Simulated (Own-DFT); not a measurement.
Simulation results for Hf₃₆O₇₁ (tetragonal hafnia with one neutral oxygen vacancy, atoms displaced)

A calculation, not a measurement: plane-wave PBE and HSE06 DFT by an unreviewed code, no spin, of a simulated cell at Gamma alone, so results move with cell size and shape, stress positive in tension, energies less offsets, not probed for a lower state with spin; hafnium file: forces about 75 meV/angstrom off all-electron values; oxygen file: force components 24 meV/angstrom off all-electron in a glass; k mesh not checked against a denser one; forces and stress are PBE's, HSE06 gives the energy alone, and its difference from PBE has offsets of its own; offsets are fitted by least squares, one for each functional and potential file, so energies compare only between cells with the same atoms and settings and are not formation energies; the far tail of each file's local potential was reset to the Coulomb form; each entry is a single point on an unrelaxed cell, so the pressure reflects the starting lattice, taken from the Materials Project, from which strain is counted, and rises with the displacements; printed positions are rounded, which can move forces by about a meV/angstrom; the program is a retired in-house code; no spin-orbit coupling. Program: Own-DFT development build.

Common to all runs: first functional PBE; second functional HSE06; exact exchange share 0.25; screening 0.11 1/bohr; exchange divergence Gygi-Baldereschi; potential files PseudoDojo norm-conserving, scalar-relativistic, made for PBE, standard set; wave cutoff 48 hartree; occupations fixed; k mesh 1 x 1 x 1 centred on Gamma.

(1) Hf₃₆O₇₁ (tetragonal hafnia with one neutral oxygen vacancy, atoms displaced)

```xyz
107
Lattice="10.7800 0.0000 0.0000 0.0000 10.7800 0.0000 0.0000 0.0000 10.4493" Properties=species:S:1:pos:R:3 Hf36O71
Hf    10.7417     0.0016     0.0168
Hf     1.8228     1.8084     2.6244
O      0.0455     1.8274     1.6077
O      1.7839    10.7461     3.6605
O     10.7596     1.8141     4.1673
O      1.7822    10.7546     1.0234
Hf    10.7539     0.0344     5.2249
Hf     1.8267     1.7958     7.7765
O     10.7656     1.8392     6.8407
O      1.8399    10.7782     8.8560
O     10.7741     1.7505     9.4679
O      1.7542    10.7547     6.2621
Hf    10.7727     3.5964    10.3944
Hf     1.8030     5.3996     2.5944
O     10.7382     5.3754     1.5707
O      1.8276     3.5773     3.6160
O      0.0087     5.3511     4.2382
O      1.7868     3.5558     1.0059
Hf     0.0101     3.6080     5.1951
Hf     1.8038     5.3254     7.8431
O      0.0155     5.3586     6.8024
O      1.7893     3.5846     8.8611
O     10.7105     5.4248     9.4629
O      1.7717     3.5404     6.2079
Hf     0.0243     7.1551     0.0229
Hf     1.7644     8.9705     2.6245
O     10.7595     8.9270     1.6187
O      1.8169     7.2547     3.6085
O     10.7755     8.9392     4.2503
O      1.8083     7.1425     0.9850
Hf     0.0522     7.1798     5.2253
Hf     1.7627     9.0154     7.8332
O     10.7632     8.9853     6.8147
O     10.7638     9.0128     9.4483
O      1.7779     7.2202     6.2233
Hf     3.6438    10.7623    10.3998
Hf     5.3751     1.7837     2.6012
O      3.5451     1.7422     1.6331
O      5.4380     0.0178     3.5784
O      3.5914     1.7634     4.2115
O      5.4047     0.0089     0.9985
Hf     3.5789    10.7748     5.2840
Hf     5.4198     1.7788     7.8001
O      3.6222     1.8075     6.7939
O      5.3829     0.0095     8.7992
O      3.6048     1.7490     9.4137
O      5.4114    10.7462     6.2432
Hf     3.5621     3.5646    10.4169
Hf     5.3842     5.4477     2.6301
O      3.6002     5.3850     1.5966
O      5.4338     3.5973     3.6228
O      3.5767     5.3975     4.1921
O      5.3657     3.5896     1.0158
Hf     3.5499     3.5452     5.2952
Hf     5.3745     5.3964     7.8173
O      3.6078     5.4147     6.8110
O      5.3794     3.6248     8.8694
O      3.6286     5.4269     9.4162
O      5.3704     3.5467     6.2344
Hf     3.5752     7.2109    10.4469
Hf     5.3406     8.9679     2.5687
O      3.5917     8.9773     1.5984
O      5.3255     7.2232     3.5954
O      3.5630     8.9651     4.1803
O      5.4062     7.1530     0.9731
Hf     3.6272     7.1897     5.2463
Hf     5.3848     8.9767     7.8200
O      3.6309     9.0006     6.8306
O      5.3990     7.1544     8.8754
O      3.6230     9.0172     9.4301
O      5.4239     7.1885     6.2629
Hf     7.2338     0.0323    10.4169
Hf     8.9507     1.7816     2.6067
O      7.2039     1.7294     1.5440
O      9.0069    10.7790     3.6399
O      7.1831     1.8110     4.2227
O      8.9870    10.7695     1.0270
Hf     7.1973     0.0182     5.2260
Hf     8.9750     1.7715     7.8867
O      7.1702     1.7768     6.7583
O      8.9827    10.7566     8.9029
O      7.2009     1.7863     9.4566
O      8.9454     0.0346     6.2578
Hf     7.1852     3.6009     0.0250
Hf     8.9903     5.3900     2.6413
O      7.1372     5.3919     1.5567
O      8.9220     3.6141     3.6748
O      7.1923     5.3993     4.1081
O      8.9594     3.5853     1.0059
Hf     7.2427     3.5289     5.2626
Hf     8.9792     5.3750     7.8695
O      7.2340     5.3514     6.8689
O      8.9770     3.5691     8.8950
O      7.1988     5.4509     9.4425
O      8.9650     3.5655     6.2031
Hf     7.1783     7.2283    10.4247
Hf     8.9678     8.9758     2.6044
O      7.2065     8.9312     1.5878
O      8.9841     7.1887     3.6156
O      7.1714     8.9860     4.2153
O      8.9865     7.2023     1.0596
Hf     7.1951     7.1874     5.2031
Hf     8.9579     8.9393     7.8101
O      7.1644     8.9232     6.8099
O      8.9587     7.1612     8.8014
O      7.2486     9.0080     9.4200
O      8.9544     7.2203     6.2543
```

```
PBE energy of cell above offsets : -100.891 eV
HSE06 less PBE above offsets     : -0.153 eV
PBE pressure                     : 1.1 GPa
PBE stress xx                    : -0.87 GPa
PBE stress yy                    : -0.62 GPa
PBE stress zz                    : -1.81 GPa
PBE stress yz                    : 0.23 GPa
PBE stress xz                    : -0.55 GPa
PBE stress xy                    : -0.08 GPa
```

Force:
```csv
element,x (eV/Å),y (eV/Å),z (eV/Å)
Hf,1.145,-0.243,0.557
Hf,-0.747,-0.952,-0.111
O,-1.192,-0.124,0.029
O,-0.207,0.462,0.133
O,0.022,-0.1,0.714
O,0.17,-0.216,-0.441
Hf,-0.168,-0.549,-0.653
Hf,-0.652,-0.92,1.004
O,0.136,-0.382,0.099
O,-0.138,0.326,-0.683
O,-0.109,0.816,-0.751
O,0.561,0.484,0.159
Hf,-0.405,-0.61,1.447
Hf,0.423,-0.191,0.086
O,1.018,-0.002,0.378
O,-0.131,0.664,0.264
O,0.201,0.909,-0.818
O,0.134,0.539,-0.294
Hf,-0.994,-0.755,0.083
Hf,0.037,1.803,-0.134
O,0.103,-0.121,0.54
O,-0.022,-0.224,-0.227
O,0.785,-0.756,-0.796
O,0.357,0.021,0.977
Hf,-1.063,1.157,0.207
Hf,0.241,1.514,-0.333
O,0.286,0.151,-0.033
O,-0.446,-2.003,0.208
O,-0.045,0.987,-0.124
O,-0.235,-0.012,-0.095
Hf,-1.256,0.208,0.135
Hf,-0.1,-0.558,0.335
O,0.111,0.122,0.283
O,0.588,-1.022,-0.283
O,0.925,-0.096,0.594
Hf,-1.089,0.357,1.271
Hf,0.046,0.846,-0.039
O,1.083,0.301,-0.68
O,-0.231,-0.571,0.407
O,0.002,0.153,0.5
O,0.034,-0.192,-0.455
Hf,0.032,-0.677,-1.358
Hf,-0.012,0.877,0.556
O,-0.529,-0.267,0.053
O,0.183,-0.194,0.315
O,-0.054,1.069,-0.255
O,-0.349,0.292,-0.152
Hf,0.984,0.407,0.637
Hf,0.476,-1.443,-0.249
O,-0.641,0.064,-0.113
O,-0.426,-0.202,-0.25
O,-0.206,-0.113,0.715
O,-0.21,-0.593,-0.377
Hf,1.486,0.583,-2.118
Hf,0.903,0.027,0.69
O,-0.967,-0.363,-0.069
O,0.059,-0.782,-0.512
O,-1.006,-0.625,-0.006
O,0.175,0.239,0.286
Hf,0.92,-0.289,-0.21
Hf,0.926,0.769,0.253
O,-0.441,-0.261,-0.475
O,0.134,-0.134,0.684
O,0.447,0.724,0.843
O,-0.641,0.506,0.462
Hf,-0.195,-0.052,-0.702
Hf,0.509,-0.515,0.423
O,-0.995,-0.025,-0.217
O,-0.021,0.973,-0.517
O,-0.26,-1.146,-0.324
O,-0.455,-0.328,-0.314
Hf,-0.388,-0.692,0.784
Hf,0.85,0.53,-0.057
O,-0.302,0.373,0.581
O,-0.088,0.076,0.072
O,0.313,-0.758,-0.565
O,0,0.102,0.402
Hf,-0.372,-0.498,-0.661
Hf,0.124,-0.21,-0.37
O,0.44,0.176,0.872
O,-0.08,0.465,-0.645
O,-0.106,0.483,-1.096
O,0.618,-0.1,0.202
Hf,-0.677,1.134,0.096
Hf,-1.458,0.222,-0.659
O,0.893,-0.23,0.32
O,0.41,-0.605,-0.583
O,-0.211,0.348,1.43
O,0.511,-0.155,0.233
Hf,-1.404,1.396,-1.266
Hf,-0.093,0.238,-0.264
O,-0.863,-0.093,-0.642
O,0.189,0.022,-0.48
O,0.267,-1.317,-0.13
O,1.179,-0.062,0.973
Hf,0.504,-0.478,0.581
Hf,-0.116,-0.529,0.056
O,-0.707,0.325,0.065
O,0.119,-0.169,0.373
O,0.187,-0.071,0.073
O,-0.034,-0.222,-0.832
Hf,0.548,-0.099,-0.231
Hf,-0.043,-0.127,0.249
O,0.224,0.484,0.116
O,0.242,0.556,0.54
O,-0.424,0.007,-0.238
O,0.737,-0.259,-0.463
```

(2) Hf₃₆O₇₁ (tetragonal hafnia with one neutral oxygen vacancy, atoms displaced)

```xyz
107
Lattice="10.7800 0.0000 0.0000 0.0000 10.7800 0.0000 0.0000 0.0000 10.4493" Properties=species:S:1:pos:R:3 Hf36O71
Hf    10.7721     0.0022     0.0112
Hf     1.7863     1.8135     2.6348
O      0.0518     1.8111     1.5938
O      1.7733    10.7609     3.6279
O     10.7724     1.8426     4.1881
O      1.7998     0.0082     1.0097
Hf     0.0322     0.0440     5.2045
Hf     1.7634     1.7738     7.8158
O     10.7600     1.8080     6.8046
O      1.7907     0.0024     8.9402
O     10.7341     1.7997     9.4377
O      1.7776     0.0044     6.2020
Hf     0.0195     3.5946     0.0122
Hf     1.8202     5.4031     2.6038
O     10.7687     5.4071     1.6230
O      1.7723     3.6266     3.6421
O      0.0167     5.4232     4.2386
O      1.8471     3.6522     1.0239
Hf     0.0424     3.6221     5.2044
Hf     1.7943     5.4013     7.8198
O      0.0403     5.4499     6.7806
O      1.7561     3.6510     8.8509
O     10.7353     5.4318     9.4419
O      1.8263     3.5567     6.2627
Hf    10.7755     7.1856     0.0190
Hf     1.8233     8.9603     2.5747
O      0.0091     8.9293     1.5523
O      1.8209     7.1533     3.5690
O      0.0114     8.9663     4.1841
O      1.7772     7.1782     1.0308
Hf     0.0161     7.1865     5.2176
Hf     1.8517     8.9288     7.8501
O      0.0217     8.9874     6.8091
O      1.8657     7.2312     8.8883
O     10.7598     8.9830     9.3797
O      1.8145     7.1880     6.2609
Hf     3.6120     0.0400     0.0202
Hf     5.3889     1.8282     2.6739
O      3.5989     1.8106     1.6311
O      5.3663     0.0808     3.6362
O      3.5548     1.8075     4.1895
O      5.4286     0.0333     1.0198
Hf     3.5522    10.7560     5.1636
Hf     5.3695     1.7991     7.8253
O      3.6044     1.7640     6.8267
O      5.4051     0.0010     8.8282
O      3.5841     1.7834     9.4223
O      5.3938    10.7368     6.2199
Hf     3.5795     3.6201     0.0140
Hf     5.3723     5.4574     2.5951
O      3.5712     5.4150     1.6100
O      5.3736     3.5696     3.6220
O      3.5599     5.3888     4.2056
O      5.3271     3.6102     0.9675
Hf     3.6256     3.6038     5.2250
Hf     5.3719     5.4028     7.8191
O      3.6269     5.4127     6.8061
O      5.4142     3.5874     8.8836
O      3.5638     5.3450     9.4304
O      5.4011     3.6319     6.2671
Hf     3.5867     7.1661     0.0422
Hf     5.3804     8.9522     2.5959
O      3.6185     9.0188     1.5754
O      5.4129     7.2019     3.6043
O      3.5686     9.0296     4.2550
O      5.3807     7.1655     1.0493
Hf     3.5340     7.2218     5.2391
Hf     5.3909     8.9552     7.8263
O      3.5899     9.0196     6.8146
O      5.3794     7.2018     8.8199
O      3.6190     9.0105     9.4486
O      5.3772     7.1534     6.2444
Hf     7.2083     0.0161    10.3965
Hf     8.9525     1.7679     2.5848
O      7.1935     1.8059     1.5609
O      8.9603     0.0534     3.6211
O      7.1858     1.8142     4.1849
O      8.9713    10.7728     0.9947
Hf     7.2313     0.0690     5.1973
Hf     9.0115     1.7865     7.7927
O      7.1515     1.7931     6.8030
O      8.9823    10.7609     8.8492
O      7.1829     1.7893     9.4325
O      9.0176    10.7708     6.1949
Hf     7.1353     3.6109     0.0143
Hf     8.9453     5.3706     2.6270
O      7.1984     5.3770     1.5812
O      8.9446     3.5463     3.6710
O      7.1898     5.4192     4.2740
O      8.9728     3.5908     1.0617
Hf     7.1506     3.5607     5.2349
Hf     8.9513     5.3924     7.8251
O      7.1554     5.4214     6.8169
O      8.9925     3.5610     8.8167
O      7.1868     5.3829     9.4367
O      8.9921     3.6139     6.2725
Hf     7.1797     7.2248     0.0155
Hf     8.9824     8.9871     2.5875
O      7.2101     8.9706     1.5705
O      9.0253     7.1978     3.6326
O      9.0351     7.1778     0.9824
Hf     7.1878     7.1594     5.2768
Hf     9.0020     8.9665     7.8308
O      7.2659     8.9476     6.8304
O      8.9361     7.1636     8.8711
O      7.1819     9.0256     9.4563
O      8.9812     7.2467     6.2756
```

```
PBE energy of cell above offsets : -101.027 eV
HSE06 less PBE above offsets     : -0.177 eV
PBE pressure                     : 1.02 GPa
PBE stress xx                    : -0.85 GPa
PBE stress yy                    : -0.54 GPa
PBE stress zz                    : -1.67 GPa
PBE stress yz                    : 0.31 GPa
PBE stress xz                    : -0.22 GPa
PBE stress xy                    : 0.04 GPa
```

Force:
```csv
element,x (eV/Å),y (eV/Å),z (eV/Å)
Hf,0.521,-0.398,-0.732
Hf,0.528,-0.176,-0.079
O,-0.811,0.022,-0.174
O,0.067,0.226,-0.244
O,0.362,-0.448,0.168
O,-0.022,-0.183,0.518
Hf,-0.356,-0.903,-0.3
Hf,0.763,0.035,0.751
O,0.666,-0.146,-0.261
O,-0.103,-0.054,-1.385
O,0.314,0.047,-0.094
O,0.273,0.408,0.635
Hf,-0.566,0.293,-0.086
Hf,-1.041,-0.76,-0.042
O,0.054,-0.266,0.106
O,-0.027,-0.215,0.031
O,-0.157,-0.529,-0.371
O,-1.016,-0.181,0.154
Hf,-0.577,0.054,0.243
Hf,0.103,-0.031,0.42
O,-0.465,-0.253,0.517
O,-0.238,-1.027,-0.153
O,0.34,-0.591,-0.167
O,-0.046,0.248,-0.191
Hf,-0.084,0.527,-0.629
Hf,-1.028,0.555,-0.003
O,0.265,0.533,0.368
O,0.318,1.102,1.023
O,0.142,0.535,-0.014
O,0.867,0.068,-0.065
Hf,-1.056,0.714,0.343
Hf,-1.144,1.514,0.449
O,0.425,-0.141,0.05
O,-0.015,-1.175,-0.143
O,0.061,-0.277,0.685
O,0.004,0.18,-0.064
Hf,0.109,-0.085,-0.218
Hf,0.013,-0.871,-1.746
O,-0.224,-0.114,-0.134
O,0.193,-1.628,-0.062
O,-0.073,0.283,0.399
O,-0.245,-0.334,-0.145
Hf,1.067,1.538,1.365
Hf,0.119,-0.432,0.685
O,-0.442,0.246,-0.148
O,-0.067,-0.088,-0.078
O,-0.084,0.802,0.144
O,0.199,0.012,-0.429
Hf,0.088,-1.181,-0.814
Hf,0.271,-1.022,0.167
O,0.876,0.352,-0.34
O,0.105,1.546,0.536
O,0.443,0.379,0.088
O,0.888,0.338,0.971
Hf,-0.463,-0.297,0.023
Hf,0.475,-0.484,0.634
O,-1.005,-0.104,-0.038
O,-0.127,0.218,-0.61
O,0.289,1.255,0.06
O,-0.49,-0.199,-0.218
Hf,-0.522,0.401,-1.139
Hf,1.085,1.667,0.132
O,-0.38,-0.513,0.357
O,-0.053,0.166,0.406
O,0.055,-1.683,-1.322
O,0.076,-0.004,-0.071
Hf,0.992,-0.597,-0.014
Hf,0.52,1.382,-0.322
O,0.1,-0.466,-0.138
O,0.022,-0.519,0.79
O,0.098,-0.57,0.122
O,-0.344,0.494,-0.337
Hf,-0.647,0.709,0.366
Hf,0.333,1.245,-0.466
O,-0.418,0.271,0.552
O,-0.209,-1.232,-0.042
O,-0.15,0.11,-0.065
O,0.455,0.069,0.541
Hf,-0.848,-1.421,0.441
Hf,-0.892,0.144,0.891
O,0.627,0.093,-0.351
O,-0.026,0.496,-0.334
O,0.061,0.491,-0.206
O,-0.295,0.387,0.221
Hf,0.546,-0.703,-0.465
Hf,0.788,-0.414,0.136
O,-0.711,0.232,0.412
O,0.11,0.851,-0.355
O,-0.101,-0.766,-0.804
O,0.329,0.148,-0.591
Hf,1.293,0.548,0.144
Hf,0.408,-0.366,0.357
O,0.421,0.004,0.18
O,0.035,0.595,0.28
O,-0.074,0.446,0.105
O,-0.177,0.072,-0.592
Hf,1.035,-0.271,-0.726
Hf,0.38,-0.106,0.5
O,-0.596,-0.503,0.829
O,-0.673,-0.03,-0.2
O,-1.56,0.073,0.603
Hf,0.347,1.3,-0.064
Hf,0.83,-0.212,0.217
O,-1.627,0.113,-0.291
O,-0.174,0.416,-0.192
O,-0.192,-1.202,-0.325
O,0.473,-0.789,-0.528
```
